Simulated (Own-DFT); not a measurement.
# Computed records: SiC (2H silicon carbide, atoms displaced)

All values are calculated (Own-DFT development build). A calculation, not a measurement: plane-wave PBE density functional theory by an unreviewed code, no spin, of a simulated periodic cell, stress positive in tension, free energy of the whole cell less one offset for each atom, forces on such cells passed a denser k mesh, this cell's mesh not checked; offsets are fitted by least squares, one for each functional and potential file, so energies compare only between cells with the same atoms and settings and are not formation energies; the far tail of each file's local potential was reset to the Coulomb form; each entry is a single point on an unrelaxed cell, so the pressure reflects the starting lattice, mostly measured values (interpolated for alloys), from which strain is counted, and rises with the displacements; printed positions are rounded, which can move forces by about a meV/angstrom; the program, named Own-DFT, is a retired in-house code; no spin-orbit coupling; before rounding, a Quantum ESPRESSO 7.3.1 run of the same cell and cutoff gave forces within 1 meV/angstrom rms on each cell, which checks the program and not the settings.

Entry: SiC (2H silicon carbide, atoms displaced)

```xyz
72
Lattice="9.2481 0.0000 0.0000 -4.6241 8.0091 0.0000 0.0000 0.0000 10.0681" Properties=species:S:1:pos:R:3 SiC
Si     0.0992     0.0461     0.0313
Si     0.0037     1.7728     2.5013
C     -4.5888     8.0056     1.9161
C     -0.0496     1.8561     4.3915
Si     4.5990     7.8810     4.9892
Si     0.0997     1.8065     7.5081
C      4.5962     8.0075     6.9993
C      0.0188     1.7549     9.4240
Si     7.7265     2.6044     0.0667
Si    -1.4570     4.3508     2.5023
C      7.6654     2.7328     1.8660
C     -1.6564     4.4742     4.4080
Si    -1.4975     2.7237     5.1097
Si    -1.5289     4.4868     7.6240
C      7.6286     2.7523     6.9780
C     -1.5463     4.5050     9.4350
Si    -3.0570     5.3175     0.0205
Si    -3.1166     7.1536     2.5783
C      6.1451     5.3168     1.9829
C     -3.1806     7.1755     4.4765
Si    -3.0465     5.4124     5.0684
Si    -3.1401     7.1446     7.5829
C      6.1567     5.3411     6.9879
C     -3.0612     7.1311     9.3853
Si     3.0935     0.0143    10.0679
Si     3.0989     1.8388     2.6293
C     -1.5733     7.9817     1.8621
C      3.0426     1.8750     4.4592
Si     3.0017     0.0328     5.0202
Si     2.9983     1.8630     7.5146
C      3.1175     0.0058     6.9546
C      2.9984     1.8190     9.4435
Si     1.5294     2.6438    10.0223
Si     1.6148     4.4294     2.5018
C      1.6308     2.6076     1.9452
C      1.5695     4.4709     4.3634
Si     1.5693     2.7825     4.9327
Si     1.5651     4.4240     7.5079
C      1.5275     2.8342     6.9831
C      1.5861     4.5043     9.4009
Si    -0.0184     5.3546    10.0518
Si     0.0224     7.1115     2.5692
C     -0.0369     5.3610     1.9118
C      0.0309     7.1485     4.3657
Si     0.0037     5.3637     5.0266
Si     0.0357     7.1329     7.5793
C      0.0042     5.4201     6.9695
C     -0.0192     7.1420     9.4538
Si     6.1875     0.0098    10.0651
Si     6.0952     1.7761     2.4385
C      1.5057     8.0014     1.8302
C      6.1074     1.7828     4.4171
Si     6.1870     0.0316     4.9982
Si     6.0961     1.9270     7.5072
C      6.1537     0.0689     6.8322
C      6.1051     1.7652     9.3452
Si     4.6408     2.6442     0.0945
Si     4.6707     4.4558     2.4328
C      4.5951     2.6764     1.8934
C      4.5915     4.4308     4.4720
Si     4.5799     2.7621     5.1044
Si     4.6087     4.4159     7.5117
C      4.5827     2.5991     6.8199
C      4.6420     4.3924     9.3900
Si     3.1133     5.2749    10.0476
Si     3.1126     7.1355     2.4600
C      3.1288     5.3363     1.9346
C      3.1984     7.1457     4.5552
Si     3.1423     5.3667     4.9740
Si     3.0506     7.0815     7.5465
C      3.0515     5.2727     6.9094
C      3.0550     7.1842     9.5104
```

It was run with functional PBE, potential files PseudoDojo norm-conserving, scalar-relativistic, standard set, wave cutoff 42 hartree, occupations Fermi-Dirac, smearing width 0.1 eV and k mesh 4 x 4 x 3 centred on Gamma.

Results for SiC (2H silicon carbide, atoms displaced): free energy of cell above offsets -5.237 eV; pressure 5.65 GPa; stress xx -5.65 GPa; stress yy -4.65 GPa; stress zz -6.67 GPa; stress yz -0.45 GPa; stress xz 0.73 GPa; stress xy 0.29 GPa.

Force:
| element | x (eV/Å) | y (eV/Å) | z (eV/Å) |
| --- | --- | --- | --- |
| Si | -1.422 | -1.484 | -0.975 |
| Si | 0.049 | 0.76 | 0.686 |
| C | -0.71 | 0.686 | -0.378 |
| C | 1.305 | -1.147 | 0.477 |
| Si | 1.696 | 6.32 | 3.934 |
| Si | -2.986 | -0.254 | 0.623 |
| C | 0.329 | 0.362 | -1.753 |
| C | -0.268 | 0.971 | 0.439 |
| Si | -0.751 | 1.262 | -3.131 |
| Si | -1.926 | 3.607 | 1.457 |
| C | 0.61 | -3.479 | 0.214 |
| C | 2.996 | -0.264 | -0.172 |
| Si | -2.288 | -0.287 | -0.948 |
| Si | -0.139 | 0.583 | -1.414 |
| C | 2.371 | -0.374 | -0.382 |
| C | 0.548 | -1.751 | 1.502 |
| Si | -0.883 | 0.892 | -0.074 |
| Si | 1.314 | -1.16 | -0.695 |
| C | 1.886 | 0.939 | -1.655 |
| C | 3.434 | -1.397 | -1.788 |
| Si | -1.827 | -1.301 | 0.61 |
| Si | 1.44 | -0.403 | -1.084 |
| C | -0.013 | 0.438 | -0.867 |
| C | -0.098 | -0.478 | 2.499 |
| Si | -0.575 | 0.244 | -0.559 |
| Si | 0.315 | -2.098 | -1.602 |
| C | 0.711 | 0.808 | 1.977 |
| C | 0.865 | -1.427 | -0.074 |
| Si | 1.751 | 0.433 | 1.203 |
| Si | 1.543 | -1.78 | 0.809 |
| C | -1.805 | 0.589 | -0.7 |
| C | 2.334 | -0.823 | -0.462 |
| Si | -0.08 | 1.653 | 1.403 |
| Si | -1.477 | 0.253 | -0.488 |
| C | -2.28 | 1.493 | -1.463 |
| C | -0.302 | 1.82 | 0.274 |
| Si | -1.961 | -1.446 | 1.858 |
| Si | -1.118 | 4.684 | 1.959 |
| C | -0.221 | -4.927 | -3.292 |
| C | -1.412 | -1.25 | 0.845 |
| Si | 0.849 | 0.32 | 0.361 |
| Si | -1.247 | 0.123 | -2.04 |
| C | 1.75 | -1.012 | -0.508 |
| C | -0.933 | -0.163 | 1.354 |
| Si | -0.548 | 0.062 | 0.201 |
| Si | -0.036 | 1.534 | -0.557 |
| C | 0.187 | -1.784 | -1.032 |
| C | 0.78 | -0.044 | 0.13 |
| Si | -1.406 | -0.01 | -1.215 |
| Si | 1.22 | -0.013 | 2.393 |
| C | 0.889 | 0.298 | 1.502 |
| C | 0.787 | 0.962 | -0.888 |
| Si | -0.154 | 0.185 | 0.494 |
| Si | 0.961 | -3.266 | -0.066 |
| C | 0.303 | -0.506 | 2.174 |
| C | 0.826 | 0.491 | 2.545 |
| Si | -1.196 | 0.037 | -3.211 |
| Si | -1.039 | -0.566 | 2.767 |
| C | 0.152 | 0.077 | 0.675 |
| C | 1.634 | 1.604 | -1.911 |
| Si | 1.044 | -2.106 | -3.154 |
| Si | 0.106 | 0.015 | -0.006 |
| C | -0.924 | 2.045 | 3.622 |
| C | 0.217 | 0.35 | 1.321 |
| Si | 0.118 | 1.85 | 0.199 |
| Si | -0.535 | -0.06 | 1.016 |
| C | -0.257 | 0.116 | -1.206 |
| C | -5.715 | -2.028 | -4.349 |
| Si | -1.327 | -0.589 | 1.465 |
| Si | -0.463 | 1.159 | 0.46 |
| C | 1.069 | 1.363 | -0.438 |
| C | 1.934 | -1.714 | -0.909 |
